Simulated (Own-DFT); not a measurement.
# Computed records: TiSi$_{2}$ (C49 TiSi2 crystal, strained, atoms displaced)

A calculation, not a measurement: plane-wave density functional theory by an unreviewed code, no spin, of a simulated periodic cell, stress positive in tension, run twice, with PBE and with PBEsol, both on files made for PBE, so the change isn't that of files made for PBEsol, forces on such cells moved up to 12 meV/angstrom on a denser k mesh; the far tail of each file's local potential was reset to the Coulomb form; each entry is a single point on an unrelaxed cell, so the pressure reflects the starting lattice, taken from the Materials Project, from which strain is counted, and rises with the displacements; printed positions are rounded, which can move forces by about a meV/angstrom; the program, named Own-DFT, is a retired in-house code; no spin-orbit coupling; stress was not checked against mesh or cutoff. Program: Own-DFT development build.

Common to all runs: functional PBE, then PBEsol; potential files PseudoDojo norm-conserving, scalar-relativistic, standard set; wave cutoff 42 hartree; occupations cold (Marzari-Vanderbilt); smearing width 0.2 eV; k mesh 4 x 4 x 4 centred on Gamma.

(1) TiSi$_{2}$ (C49 TiSi2 crystal, strained, atoms displaced)

```
TiSi2
1.0
      5.4578    -6.7887     3.4376
      7.1178    -0.1849    -6.9893
      5.3726     6.8625     3.7039
Ti Si Ti Si Ti Si Ti Si Ti Si Ti Si Ti Si Ti Si Ti Si Ti Si
2 4 2 4 2 4 2 4 2 4 2 4 2 4 2 4 2 4 2 4
Direct
  0.96117 0.92437 0.16277
  0.85515 0.87103 0.65362
  0.61744 0.92893 0.48685
  0.19413 0.87427 0.31167
  0.90370 0.02894 0.39321
  0.89245 0.77986 0.39734
  0.95034 0.41324 0.15596
  0.84443 0.37051 0.64713
  0.60242 0.43380 0.48824
  0.19434 0.37479 0.31204
  0.89325 0.52528 0.39539
  0.89551 0.27334 0.40357
  0.75336 0.72391 0.95123
  0.65302 0.66232 0.45179
  0.40345 0.72505 0.29624
  0.99904 0.67827 0.10751
  0.69711 0.82296 0.19634
  0.70206 0.57278 0.20681
  0.54972 0.02712 0.75475
  0.45019 0.97946 0.24753
  0.20940 0.02345 0.09606
  0.78506 0.97047 0.90588
  0.49717 0.12395 0.99778
  0.49129 0.87247 0.99838
  0.75075 0.22887 0.95342
  0.65682 0.17202 0.44945
  0.40513 0.22571 0.29161
  0.98660 0.17764 0.11365
  0.69586 0.32687 0.20733
  0.69985 0.07871 0.19275
  0.55135 0.52831 0.75305
  0.45803 0.47413 0.25915
  0.20901 0.52889 0.09331
  0.79314 0.47016 0.90801
  0.50683 0.61975 0.99573
  0.50393 0.37056 0.00083
  0.34582 0.82036 0.54554
  0.25023 0.77381 0.03847
  0.00544 0.82032 0.89311
  0.59587 0.78234 0.71393
  0.31096 0.92330 0.80603
  0.30870 0.67373 0.80196
  0.35233 0.32002 0.56048
  0.25096 0.28144 0.04244
  0.00509 0.32079 0.88773
  0.58768 0.27648 0.70653
  0.30468 0.42281 0.79603
  0.29840 0.17822 0.79267
  0.14069 0.62622 0.35908
  0.05875 0.57991 0.85234
  0.80875 0.62491 0.69160
  0.40401 0.57830 0.51109
  0.09924 0.72305 0.60667
  0.10875 0.46719 0.59661
  0.14857 0.12439 0.36294
  0.04294 0.07085 0.85491
  0.79647 0.12977 0.68921
  0.37522 0.08100 0.51048
  0.11236 0.22703 0.60645
  0.09723 0.96974 0.59035
```

Results for TiSi$_{2}$ (C49 TiSi2 crystal, strained, atoms displaced): PBE pressure 1.7 GPa; PBE stress xx 0.34 GPa; PBE stress yy -0.12 GPa; PBE stress zz -5.33 GPa; PBE stress yz 5.2 GPa; PBE stress xz 2.19 GPa; PBE stress xy -1.37 GPa; PBEsol pressure -1.56 GPa; PBEsol stress xx 3.68 GPa; PBEsol stress yy 3.38 GPa; PBEsol stress zz -2.39 GPa; PBEsol stress yz 5.24 GPa; PBEsol stress xz 2.2 GPa; PBEsol stress xy -1.38 GPa; rms change of force components from PBE to PBEsol 0.023 eV/Å.

Force:
```csv
force element,PBE force x (eV/Å),PBE force y (eV/Å),PBE force z (eV/Å),PBEsol force x (eV/Å),PBEsol force y (eV/Å),PBEsol force z (eV/Å)
Ti,-1.391,0.512,-0.983,-1.373,0.494,-0.969
Ti,-0.142,-0.308,-0.936,-0.138,-0.275,-0.927
Si,-0.687,0.689,0.337,-0.673,0.648,0.328
Si,-0.036,0.409,-0.523,-0.034,0.48,-0.54
Si,-0.048,0.578,0.314,-0.058,0.565,0.303
Si,0.165,0.026,0.584,0.177,0.015,0.602
Ti,1.035,0.314,-1.375,1.024,0.303,-1.365
Ti,0.753,-0.734,-0.291,0.74,-0.698,-0.294
Si,-0.414,-0.729,3.13,-0.407,-0.801,3.143
Si,0.03,0.329,-0.701,0.028,0.392,-0.714
Si,0.67,-0.195,0.779,0.683,-0.189,0.781
Si,0.408,-0.205,0.105,0.419,-0.202,0.116
Ti,-0.285,0.923,0.392,-0.287,0.893,0.38
Ti,1.405,-0.321,-2.002,1.373,-0.299,-1.982
Si,-0.052,-0.95,0.226,-0.047,-1.005,0.245
Si,-0.459,0.985,0.067,-0.449,1.042,0.051
Si,0.363,-0.002,-0.128,0.356,-0.002,-0.141
Si,-0.489,-0.371,-0.399,-0.495,-0.36,-0.398
Ti,-0.541,0.282,-0.428,-0.532,0.271,-0.425
Ti,-0.208,-0.517,0.437,-0.208,-0.498,0.426
Si,-0.036,-0.111,-0.437,-0.041,-0.159,-0.427
Si,1.142,-0.036,-0.146,1.12,0.003,-0.16
Si,0.129,-0.002,0.081,0.116,0.001,0.074
Si,0.835,-0.275,0.611,0.846,-0.269,0.622
Ti,-0.904,0.401,0.438,-0.892,0.377,0.433
Ti,-0.259,0.085,-1.163,-0.245,0.094,-1.164
Si,0.319,-0.408,0.563,0.316,-0.472,0.584
Si,-0.357,-0.408,0.751,-0.356,-0.358,0.733
Si,-0.198,-0.593,0.25,-0.196,-0.58,0.246
Si,-0.067,0.244,0.385,-0.061,0.241,0.393
Ti,-0.083,0.039,0.404,-0.084,0.02,0.404
Ti,-1.228,-0.43,-1.241,-1.207,-0.412,-1.224
Si,0.003,-0.341,1.144,0,-0.407,1.154
Si,0.606,0.181,-0.728,0.592,0.243,-0.739
Si,0.436,0.508,0.014,0.437,0.497,0.01
Si,0.061,0.23,-0.285,0.057,0.222,-0.28
Ti,1.629,0.595,0.034,1.599,0.572,0.031
Ti,1.002,0.207,0.272,0.99,0.217,0.258
Si,0.671,-0.344,-0.557,0.66,-0.407,-0.549
Si,-0.909,-0.176,-0.268,-0.893,-0.126,-0.273
Si,-1.036,0.206,-1.065,-1.051,0.209,-1.08
Si,-0.533,0.153,-0.401,-0.533,0.152,-0.397
Ti,-0.033,-0.49,-1.088,-0.042,-0.476,-1.076
Ti,-0.176,0.044,0.545,-0.17,0.058,0.542
Si,0.611,-0.369,0.337,0.601,-0.415,0.359
Si,0.515,0.402,-0.343,0.508,0.455,-0.364
Si,0.544,0.412,-0.217,0.546,0.41,-0.218
Si,0.403,0.673,0.984,0.423,0.653,0.997
Ti,0.077,-0.744,0.458,0.08,-0.762,0.451
Ti,-1.348,-0.317,0.472,-1.319,-0.293,0.464
Si,0.074,-0.207,0.681,0.071,-0.254,0.683
Si,-1.097,1.665,-0.986,-1.076,1.725,-1.002
Si,-0.255,-0.36,0.125,-0.269,-0.35,0.126
Si,0.387,0.784,-0.989,0.394,0.76,-1.003
Ti,-0.857,-0.455,-0.802,-0.856,-0.463,-0.788
Ti,-0.006,-1.371,-0.082,0.002,-1.334,-0.085
Si,0.279,-0.664,1.881,0.277,-0.72,1.891
Si,0.332,-0.879,1.84,0.324,-0.835,1.83
Si,-1.547,0.752,-0.26,-1.58,0.739,-0.269
Si,0.792,0.684,0.185,0.809,0.667,0.186
```

(2) TiSi$_{2}$ (C49 TiSi2 crystal, strained, atoms displaced)

```
TiSi2
1.0
      5.1830    -6.7732     3.5854
      7.1894     0.2300    -7.1490
      5.4048     6.8328     3.3691
Ti Si Ti Si Ti Si Ti Si Ti Si Ti Si Ti Si Ti Si Ti Si Ti Si
2 4 2 4 2 4 2 4 2 4 2 4 2 4 2 4 2 4 2 4
Direct
  0.94533 0.92354 0.15223
  0.85395 0.86646 0.64542
  0.60155 0.92640 0.49115
  0.17693 0.87502 0.30411
  0.89342 0.02391 0.39893
  0.88881 0.77123 0.40629
  0.94437 0.41987 0.15344
  0.84936 0.37220 0.65715
  0.61014 0.42861 0.49728
  0.19419 0.37758 0.29456
  0.89809 0.53688 0.40111
  0.89924 0.26624 0.40132
  0.74408 0.72378 0.94644
  0.65645 0.67344 0.43896
  0.40116 0.73252 0.29689
  0.99700 0.67282 0.11384
  0.70414 0.82139 0.19289
  0.69278 0.57059 0.19882
  0.54371 0.02312 0.75165
  0.45646 0.97164 0.24958
  0.20764 0.02753 0.10925
  0.78480 0.98077 0.91390
  0.49581 0.13363 0.00005
  0.48866 0.87626 0.99462
  0.75061 0.21919 0.95317
  0.64784 0.17209 0.45202
  0.41170 0.22051 0.29198
  0.00167 0.18523 0.10860
  0.69579 0.32378 0.20356
  0.70470 0.07447 0.18712
  0.54138 0.52786 0.75624
  0.44704 0.47949 0.24415
  0.21619 0.52009 0.10218
  0.80233 0.47568 0.91642
  0.49700 0.61712 0.00025
  0.50819 0.37325 0.00480
  0.35258 0.82252 0.55841
  0.25547 0.76817 0.05627
  0.01366 0.81990 0.89418
  0.59530 0.77490 0.70398
  0.29396 0.93048 0.81111
  0.30786 0.67579 0.80544
  0.35215 0.31621 0.55868
  0.25832 0.27134 0.04980
  0.00539 0.32386 0.89201
  0.59105 0.27849 0.70826
  0.29401 0.42177 0.80811
  0.29683 0.17009 0.80331
  0.14299 0.62933 0.35957
  0.05097 0.57598 0.84806
  0.81963 0.62610 0.69673
  0.39836 0.58571 0.50777
  0.10486 0.72444 0.60824
  0.10202 0.47599 0.60253
  0.16153 0.12470 0.34453
  0.05048 0.07976 0.84928
  0.81035 0.12665 0.68805
  0.39415 0.08184 0.51210
  0.10021 0.22162 0.58845
  0.09142 0.98208 0.59848
```

It finds PBE pressure 3.35 GPa; PBE stress xx -1.95 GPa; PBE stress yy -2.04 GPa; PBE stress zz -6.05 GPa; PBE stress yz -4.75 GPa; PBE stress xz -3.1 GPa; PBE stress xy 3.62 GPa; PBEsol pressure 0.05 GPa; PBEsol stress xx 1.44 GPa; PBEsol stress yy 1.52 GPa; PBEsol stress zz -3.09 GPa; PBEsol stress yz -4.79 GPa; PBEsol stress xz -3.11 GPa; PBEsol stress xy 3.6 GPa; rms change of force components from PBE to PBEsol 0.023 eV/Å.

Force:
```csv
force element,PBE force x (eV/Å),PBE force y (eV/Å),PBE force z (eV/Å),PBEsol force x (eV/Å),PBEsol force y (eV/Å),PBEsol force z (eV/Å)
Ti,0.116,-0.114,-0.552,0.12,-0.126,-0.549
Ti,1.078,0.159,-0.815,1.058,0.165,-0.806
Si,0.162,-0.543,0.33,0.153,-0.597,0.311
Si,1.24,0.709,1.631,1.213,0.769,1.643
Si,-0.138,-0.268,0.181,-0.153,-0.256,0.193
Si,0.945,-1.059,-0.305,0.957,-1.04,-0.309
Ti,1.138,0.306,-0.29,1.123,0.275,-0.285
Ti,0.16,-1.218,-0.548,0.157,-1.184,-0.532
Si,-0.666,-0.352,-0.445,-0.66,-0.408,-0.451
Si,0.639,1.917,2.39,0.622,1.98,2.414
Si,-0.943,-0.068,1.109,-0.952,-0.067,1.115
Si,0.304,-0.018,-0.664,0.303,-0.019,-0.693
Ti,0.877,0.358,0.26,0.867,0.33,0.265
Ti,0.33,1.272,0.036,0.328,1.274,0.034
Si,-0.256,-0.652,0.039,-0.255,-0.715,0.016
Si,-0.581,0.243,-0.161,-0.568,0.294,-0.148
Si,-0.204,0.415,-0.322,-0.203,0.411,-0.318
Si,0.534,-0.434,-0.019,0.538,-0.424,-0.022
Ti,0.554,0.163,-0.006,0.544,0.15,-0.017
Ti,-0.009,-0.373,-0.457,-0.01,-0.343,-0.465
Si,-1.135,-1.471,-0.75,-1.106,-1.53,-0.76
Si,-0.66,-0.55,0.856,-0.646,-0.503,0.861
Si,-0.479,-0.276,0.78,-0.479,-0.267,0.787
Si,0.919,-0.252,0.986,0.925,-0.251,0.994
Ti,0.785,0.198,-1.054,0.784,0.184,-1.044
Ti,0.548,-0.955,-0.085,0.541,-0.927,-0.08
Si,0.334,-0.353,-0.63,0.318,-0.399,-0.633
Si,-1.175,0.905,0.918,-1.152,0.963,0.922
Si,0.182,-0.13,0.426,0.193,-0.127,0.44
Si,0.036,0.967,0.474,0.029,0.944,0.471
Ti,0.295,-0.584,0.517,0.297,-0.588,0.505
Ti,0.901,0.036,1.602,0.882,0.037,1.584
Si,-1.078,-1.312,-2.871,-1.059,-1.389,-2.891
Si,-1.182,0.429,-0.764,-1.162,0.481,-0.757
Si,0.791,-0.181,-0.381,0.799,-0.175,-0.378
Si,-0.588,0.077,-0.5,-0.6,0.073,-0.517
Ti,-0.174,0.477,-1.377,-0.176,0.443,-1.356
Ti,-0.124,-0.146,-0.837,-0.128,-0.128,-0.827
Si,0.151,0.207,-1.044,0.141,0.162,-1.055
Si,0.08,0.334,0.57,0.081,0.393,0.586
Si,-1.083,-0.468,-0.081,-1.097,-0.457,-0.085
Si,-0.609,0.352,-0.446,-0.614,0.339,-0.45
Ti,0.237,0.133,-1.923,0.231,0.111,-1.897
Ti,0.04,0.122,-0.437,0.038,0.15,-0.425
Si,0.471,-0.905,-0.167,0.451,-0.965,-0.18
Si,0.132,0.423,0.951,0.129,0.474,0.965
Si,0.169,-0.654,-0.125,0.184,-0.643,-0.112
Si,0.323,-0.179,-0.567,0.318,-0.178,-0.584
Ti,-0.153,-0.44,0.423,-0.149,-0.459,0.407
Ti,0.774,-0.144,1.127,0.756,-0.122,1.113
Si,-1.511,0.244,-0.491,-1.487,0.196,-0.497
Si,-0.963,0.793,1.255,-0.94,0.855,1.263
Si,-0.191,-0.158,-0.39,-0.195,-0.153,-0.395
Si,-0.304,0.093,0.147,-0.309,0.09,0.138
Ti,-0.19,2.189,-0.191,-0.192,2.147,-0.2
Ti,-0.307,-0.073,0.625,-0.302,-0.064,0.612
Si,-0.383,0.339,0.393,-0.376,0.294,0.381
Si,-0.985,0.405,0.815,-0.961,0.459,0.82
Si,0.97,0.432,-0.008,1.001,0.423,0.001
Si,-0.144,-0.367,0.864,-0.152,-0.358,0.876
```

(3) TiSi$_{2}$ (C49 TiSi2 crystal, strained, atoms displaced)

```
TiSi2
1.0
      5.3281    -6.7337     3.6250
      6.8395    -0.0900    -7.0276
      5.2075     6.6663     3.6763
Ti Si Ti Si Ti Si Ti Si Ti Si Ti Si Ti Si Ti Si Ti Si Ti Si
2 4 2 4 2 4 2 4 2 4 2 4 2 4 2 4 2 4 2 4
Direct
  0.94955 0.92265 0.15945
  0.85709 0.87908 0.64745
  0.61657 0.92348 0.48308
  0.19494 0.87349 0.31329
  0.90293 0.02974 0.39781
  0.90644 0.76913 0.39008
  0.95939 0.41574 0.15661
  0.85386 0.37687 0.64707
  0.60883 0.43024 0.49004
  0.19624 0.37299 0.31066
  0.89717 0.52704 0.40285
  0.89834 0.27047 0.40221
  0.74176 0.72605 0.95368
  0.65235 0.67379 0.44273
  0.41603 0.72491 0.28511
  0.99342 0.68424 0.10014
  0.70176 0.82323 0.19499
  0.71269 0.56869 0.21009
  0.55161 0.02076 0.75477
  0.45927 0.97375 0.25579
  0.20887 0.01860 0.10199
  0.79399 0.97114 0.90895
  0.49373 0.14279 0.99198
  0.49266 0.86618 0.99826
  0.73566 0.23199 0.95698
  0.66086 0.17280 0.44977
  0.41277 0.22512 0.29853
  0.99242 0.16917 0.11015
  0.69400 0.32640 0.19388
  0.69931 0.07064 0.20323
  0.54913 0.52411 0.75041
  0.46380 0.47110 0.25447
  0.20879 0.52793 0.09200
  0.80120 0.48542 0.90626
  0.51007 0.62374 0.00138
  0.49053 0.37012 0.00975
  0.34317 0.82866 0.55543
  0.24968 0.77455 0.04588
  0.01557 0.83361 0.89353
  0.59193 0.77044 0.69989
  0.30570 0.93264 0.79866
  0.30923 0.67969 0.80241
  0.34752 0.32926 0.55401
  0.24308 0.27363 0.04632
  0.00548 0.33076 0.89438
  0.59419 0.27691 0.71457
  0.30139 0.41962 0.80202
  0.29528 0.17797 0.80483
  0.14634 0.62422 0.35396
  0.05579 0.58034 0.84872
  0.79727 0.63143 0.68516
  0.39310 0.55914 0.50850
  0.10037 0.71939 0.60108
  0.09123 0.47210 0.58727
  0.14715 0.11950 0.35360
  0.05352 0.07052 0.84998
  0.81128 0.12312 0.68440
  0.39286 0.06537 0.51084
  0.09862 0.22056 0.59578
  0.09987 0.97712 0.59954
```

Results for TiSi$_{2}$ (C49 TiSi2 crystal, strained, atoms displaced): PBE pressure 6.92 GPa; PBE stress xx -8.7 GPa; PBE stress yy -6.15 GPa; PBE stress zz -5.92 GPa; PBE stress yz 1.5 GPa; PBE stress xz 4.99 GPa; PBE stress xy -2.26 GPa; PBEsol pressure 3.5 GPa; PBEsol stress xx -5.16 GPa; PBEsol stress yy -2.47 GPa; PBEsol stress zz -2.87 GPa; PBEsol stress yz 1.51 GPa; PBEsol stress xz 5.02 GPa; PBEsol stress xy -2.26 GPa; rms change of force components from PBE to PBEsol 0.02 eV/Å.

Force:
```csv
force element,PBE force x (eV/Å),PBE force y (eV/Å),PBE force z (eV/Å),PBEsol force x (eV/Å),PBEsol force y (eV/Å),PBEsol force z (eV/Å)
Ti,-0.223,-0.433,-0.598,-0.222,-0.452,-0.585
Ti,-0.866,0.058,0.425,-0.85,0.084,0.416
Si,0.506,0.294,0.324,0.504,0.245,0.32
Si,-0.387,0.187,0.56,-0.383,0.245,0.564
Si,-0.661,0.345,0.771,-0.673,0.338,0.782
Si,0.855,0.879,-0.493,0.868,0.858,-0.505
Ti,0.187,0.784,-1.352,0.183,0.754,-1.347
Ti,-0.184,0.274,0.034,-0.186,0.28,0.025
Si,-0.003,-0.379,1.783,0.003,-0.434,1.786
Si,-0.154,0.16,-0.154,-0.157,0.211,-0.164
Si,-0.35,-0.356,0.545,-0.355,-0.347,0.555
Si,0.386,-0.506,-0.626,0.39,-0.498,-0.643
Ti,0.342,-0.864,-0.05,0.334,-0.87,-0.057
Ti,0.361,0.11,-0.213,0.358,0.118,-0.2
Si,-0.119,0.586,0.217,-0.112,0.545,0.228
Si,-0.579,0.591,1.344,-0.571,0.636,1.337
Si,0.144,0.453,-0.137,0.133,0.446,-0.136
Si,-0.796,-0.457,-0.756,-0.795,-0.444,-0.771
Ti,0.15,0.178,-0.512,0.146,0.166,-0.509
Ti,-1.091,-0.343,-0.773,-1.079,-0.309,-0.753
Si,0.115,-0.749,-0.668,0.112,-0.797,-0.669
Si,0.419,0.326,-0.835,0.406,0.373,-0.839
Si,-1.264,0.389,2.259,-1.276,0.375,2.29
Si,1.322,-0.234,-0.537,1.341,-0.236,-0.548
Ti,0.09,-1.589,0.911,0.084,-1.58,0.898
Ti,-0.405,0.655,-0.743,-0.402,0.656,-0.731
Si,-0.379,-0.173,0.124,-0.366,-0.223,0.133
Si,-0.184,0.19,-0.611,-0.179,0.231,-0.612
Si,0.648,0.049,0.827,0.638,0.049,0.831
Si,0.028,-0.346,-0.391,0.031,-0.339,-0.4
Ti,0.225,0.565,0.264,0.224,0.535,0.259
Ti,-0.771,0.327,-1.231,-0.756,0.343,-1.212
Si,-0.015,-0.05,0.617,-0.018,-0.089,0.614
Si,-0.849,0.772,0.37,-0.839,0.824,0.355
Si,-0.622,0.622,0.354,-0.621,0.606,0.373
Si,1.02,-0.574,-1.329,1.042,-0.561,-1.337
Ti,-0.84,-0.707,1.174,-0.825,-0.72,1.158
Ti,0.676,-0.219,0.409,0.668,-0.199,0.396
Si,-1.206,-0.403,0.307,-1.183,-0.467,0.306
Si,0.527,0.919,-1.11,0.519,0.983,-1.126
Si,-0.65,0.458,0.187,-0.664,0.449,0.182
Si,-0.772,0.155,0.037,-0.772,0.155,0.035
Ti,-1.302,0.225,1.597,-1.291,0.201,1.577
Ti,0.923,-0.196,0.524,0.918,-0.189,0.515
Si,-0.633,-0.444,0.661,-0.618,-0.492,0.679
Si,-0.747,-0.327,-0.031,-0.734,-0.283,-0.037
Si,0.448,0.147,-1.099,0.444,0.142,-1.117
Si,-0.567,-0.53,-0.014,-0.574,-0.514,-0.02
Ti,-0.098,-0.65,0.147,-0.106,-0.648,0.146
Ti,-0.597,-0.142,-0.146,-0.589,-0.108,-0.14
Si,0.703,-1.102,1.578,0.69,-1.161,1.584
Si,1.481,0.415,-2.646,1.457,0.464,-2.648
Si,0.487,0.098,-0.242,0.492,0.096,-0.245
Si,1.226,0.159,0.769,1.233,0.155,0.78
Ti,0.831,-0.284,-0.423,0.817,-0.292,-0.419
Ti,0.927,-0.139,-1.136,0.92,-0.129,-1.121
Si,0.934,0.54,0.082,0.916,0.492,0.085
Si,1.074,-0.013,-0.857,1.051,0.032,-0.848
Si,0.693,0.315,-0.119,0.697,0.31,-0.12
Si,-0.417,-0.015,0.631,-0.424,-0.015,0.646
```
